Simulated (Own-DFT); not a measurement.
# Shaking the atoms of 2H SiC, 32 atoms (C16Si16)

All numbers below are calculated, not measured. The program, named Own-DFT, is a retired in-house plane-wave density functional code that no person has reviewed. Each row is one single-point run on a periodic cell that was not relaxed, without spin or spin-orbit coupling.

Settings of every run: PBE; PseudoDojo norm-conserving scalar-relativistic files; cutoff 42 hartree; 5 x 5 x 3 k mesh centred on Gamma; Fermi-Dirac smearing of 0.1 eV.

Known limits, some of them of some rows only: some atoms lie very close together; forces on such cells passed a denser k mesh, each cell not checked; stress not checked against mesh or cutoff.

Cell vectors in Å: (6.165, 0.000, 0.000); (-3.083, 5.339, 0.000); (0.000, 0.000, 10.068). In each run every atom was moved at random and independently from its ideal site; u is the rms move along one axis. E is the free energy for each atom above the fitted value at u = 0, and F the rms of the force components.

| run | u (Å) | E (meV/atom) | F (eV/Å) | largest force (eV/Å) | P (GPa) |
|---|---|---|---|---|---|
| 1 | 0.0274 | 27.6 | 0.795 | 2.57 | 3.62 |
| 2 | 0.0287 | ? | ? | ? | ? |
| 3 | 0.0543 | 112.8 | 1.749 | 7.10 | 5.62 |
| 4 | 0.0612 | 127.4 | 1.701 | 7.03 | 5.93 |
| 5 | 0.0997 | 353.1 | 3.224 | 17.50 | 11.84 |
| 6 | 0.0999 | 421.9 | 3.475 | 10.44 | 13.12 |
| 7 | 0.1083 | 393.7 | 3.229 | 9.51 | 13.34 |

## Worked fit

For small independent moves the energy grows as E = (3/2) K u², with K the mean stiffness felt by one atom. The runs with u up to 0.11 Å give K = 24.5 ± 1.4 eV/Å², with residuals divided by u² + 0.0006 Å², since the noise grows with the moves. The scatter is 10.4 meV/atom at u = 0.05 Å. The forces follow F = G u with G = 31.1 eV/Å²; no force at u = 0 is resolved. G exceeds K because the moves of its neighbours add to the force on an atom, and stiffness differs between atoms. The pressure follows P = 2.79 + 939 u² GPa: at fixed volume, shortened bonds push harder than stretched ones pull.

## Withheld run

Question: what energy and rms force should run 2 give?

The fit gives 30 ± 5 meV/atom and about 0.89 eV/Å. The calculation gave 29.3 meV/atom and 0.795 eV/Å.
